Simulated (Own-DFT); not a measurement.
# Response to strain: diamond silicon, 64 atoms (Si64)

Source: density functional calculations with Own-DFT, an unreviewed in-house program that is no longer used. Nothing was measured or relaxed, and spin and spin-orbit coupling are left out.

Settings: PBE; PseudoDojo norm-conserving scalar-relativistic files; cutoff 20 hartree; 3 x 3 x 3 k mesh centred on Gamma; Fermi-Dirac smearing of 0.1 eV.

Limits: k mesh not checked against a denser one; stress not checked against mesh or cutoff.

Unstrained cell vectors in Å: (10.862, 0.000, 0.000); (0.000, 10.862, 0.000); (0.000, 0.000, 10.862). The unstrained cell has measured lattice constants (interpolated for alloys), not those of this functional. That, the random moves and any unrelaxed bonds set the pressure at no strain. The cell is deformed uniformly in each run, and the atoms keep their fractional places. Each atom got a random Gaussian move of width 0.05 Å along each axis. Stress is counted positive in tension, P = -(s_xx + s_yy + s_zz)/3, and strain components are those of the symmetric tensor.

```
run  e_xx (%)  e_yy (%)  e_zz (%)  e_yz (%)  e_xz (%)  e_xy (%)  s_xx (GPa)  s_yy (GPa)  s_zz (GPa)  s_yz (GPa)  s_xz (GPa)  s_xy (GPa)  P (GPa)  E (meV/atom)
  1     -0.36     -0.06     -0.79      1.33     -0.86     -1.87       -3.87       -3.71       -4.22        2.70       -1.78       -3.39     3.93          16.4
  2     -1.15      1.45      1.59     -1.34     -1.49      0.57       -2.39       -0.20        0.00       -1.90       -2.35        1.74     0.86           7.5
  3      1.10     -1.84     -1.22      0.57      1.91     -0.98       -2.83       -5.55       -4.98        1.09        3.80       -1.20     4.45          11.7
  4      1.02      1.34      1.65      1.56      1.30      1.11        0.47        0.87        1.07        2.76        2.20        2.52    -0.80           6.5
  5      1.32     -1.76     -0.71     -1.04      1.08      1.13       -2.27       -5.21       -4.49       -2.30        2.84        2.42     3.99          25.0
  6      1.30     -1.46     -1.62     -0.77     -1.56     -1.77       -2.73       -5.47       -5.61       -2.08       -2.98       -4.56     4.61          24.8
  7     -0.45     -1.70      0.84      0.15     -0.95     -0.52       -3.85       -4.89       -2.48       -0.17       -1.63       -0.99     3.74           0.0
  8      1.26      0.48     -0.58     -1.61     -1.88      0.95       -0.74       -1.59       -2.61       -2.90       -2.98        2.00     1.65          19.0
  9     -1.30     -1.35      1.68     -0.19     -0.60     -0.10       -4.38       -4.39       -1.44       -0.19       -1.18       -0.12     3.40           5.4
 10      1.25      0.80     -0.97      0.54      1.32     -0.14       -0.90       -1.34       -2.79        1.82        2.72       -0.27     1.68           7.0
 11      1.41      0.00     -1.96     -0.43      1.85     -0.84       -1.91       -3.34       -4.97       -0.26        4.84       -1.63     3.40          21.2
 12      1.64     -0.76      0.80     -0.01      1.62     -1.54       -0.32       -2.45       -1.23        0.66        2.78       -3.09     1.34          25.7
 13      1.29     -0.32      1.39      1.46     -0.77      0.44        0.17       -1.23        0.15        1.71       -0.83        0.73     0.30           2.0
 14      1.07     -1.38     -0.59      1.06      1.48     -0.46       -2.31       -4.47       -3.75        2.86        3.66       -1.76     3.51           5.6
 15     -0.32      1.53      1.38      1.18      1.71     -1.37       -1.44        0.20        0.21        2.45        2.50       -3.83     0.34          12.0
 16      1.61      1.82     -0.59     -1.13      0.62     -0.33           ?           ?           ?           ?           ?           ?        ?             ?
```

E is the free energy per atom, counted from the lowest run shown.

## Fit

Least squares on the runs shown: each stress against a constant and the strains, taken as fractions with shears doubled. Shear strains stay in the fit of a normal stress only where such slopes are resolved. The slopes, in GPa:

```
stress,at no strain,per e_xx,per e_yy,per e_zz,scatter
s_xx,-2.7,149 ± 4,60 ± 3,64 ± 3,0.14
s_yy,-2.8,62 ± 5,148 ± 3,71 ± 4,0.15
s_zz,-2.7,49 ± 6,60 ± 4,155 ± 5,0.19
```

The slope of each shear stress on twice its own strain, from a fit on all six strains: yz 84 ± 8, xz 95 ± 5, xy 113 ± 10 GPa. These are stiffnesses along x, y and z of the frame in which the cell vectors are given, which need not be the crystal's axes. The atoms are held to the strained lattice; where symmetry lets them move under strain, relaxing them would lower some slopes. The table should be nearly symmetric about its diagonal, and what it lacks of that shows the noise. A ninth of the table's sum, 91 ± 2 GPa, estimates the bulk modulus near the mean pressure of these runs, 2.4 GPa, so it lies above the value at zero pressure.

## Check

The question: what normal stresses and pressure should run 16 give?

The fit gives s_xx = 0.4, s_yy = 0.5, s_zz = -1.7 and P = 0.3 GPa. Computed: 0.76, 0.81, -1.25 and P = -0.11 GPa.
